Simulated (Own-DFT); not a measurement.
# Which defects push the lattice out? B20 RuSi

No measurement is shown. These are fixed-geometry runs of a retired plane-wave code named Own-DFT, which no person has reviewed; spin and spin-orbit coupling are neglected.

Method: PBE; PseudoDojo norm-conserving scalar-relativistic files; cutoff 50 hartree; 5 x 4 x 5 k mesh centred on Gamma; cold (Marzari-Vanderbilt) smearing of 0.2 eV.

Known weak points (not all hold for every row): not probed for a lower state with spin; forces on such cells failed a check on a denser k mesh; stress not checked against mesh or cutoff.

All runs share one cell, with vectors in Å (4.709, 0.000, 4.709); (0.000, 9.417, 0.000); (-4.709, 0.000, 4.709) and a volume of 417.6 Å³. Atoms were moved at random from their sites; u is the rms move along one axis. The defect's site can differ from row to row.

```
               cell   formula   u (Å)  P (GPa)
          no defect  Ru16Si16  0.0154     4.58
          no defect  Ru16Si16  0.0483     5.70
          no defect  Ru16Si16  0.0492     6.81
one Ru on a Si site  Ru17Si15  0.0328     8.72
one Ru on a Si site  Ru17Si15  0.0496    10.25
one Ru on a Si site  Ru17Si15  0.0524     9.97
     one Ru vacancy  Ru15Si16  0.0322     2.70
     one Ru vacancy  Ru15Si16  0.0334     2.51
     one Ru vacancy  Ru15Si16  0.0518     4.06
one Si on a Ru site  Ru15Si17  0.0282     6.00
one Si on a Ru site  Ru15Si17  0.0332        ?
one Si on a Ru site  Ru15Si17  0.0462     6.66
one Si on a Ru site  Ru15Si17  0.0544     7.09
     one Si vacancy  Ru16Si15  0.0285     2.13
     one Si vacancy  Ru16Si15  0.0301     2.09
     one Si vacancy  Ru16Si15  0.0505     4.32
```

## Worked fit

P = P0 + c u² + a shift for each defect gives P0 = 4.29 GPa, c = 848 ± 121 GPa/Å² and a scatter of 0.40 GPa. The shifts, and each times the cell's volume:

- one Ru on a Si site: 3.58 ± 0.33 GPa, 9.3 eV
- one Si on a Ru site: 0.63 ± 0.33 GPa, 1.6 eV (not resolved)
- one Ru vacancy: -2.57 ± 0.32 GPa, -6.7 eV
- one Si vacancy: -2.65 ± 0.33 GPa, -6.9 eV

A positive shift means that the defect pushes the cell outwards. Shift times volume (160.2 GPa Å³ is 1 eV) depends little on the cell's size, so, taken for each site, it can be compared between cells at like pressure. The atoms around the defects weren't relaxed, which would change these numbers.

## Check

Q: what pressure belongs in the blank (one Si on a Ru site, u = 0.0332 Å)?

The fit gives 5.85 ± 0.47 GPa. The calculation gave 5.32 GPa.
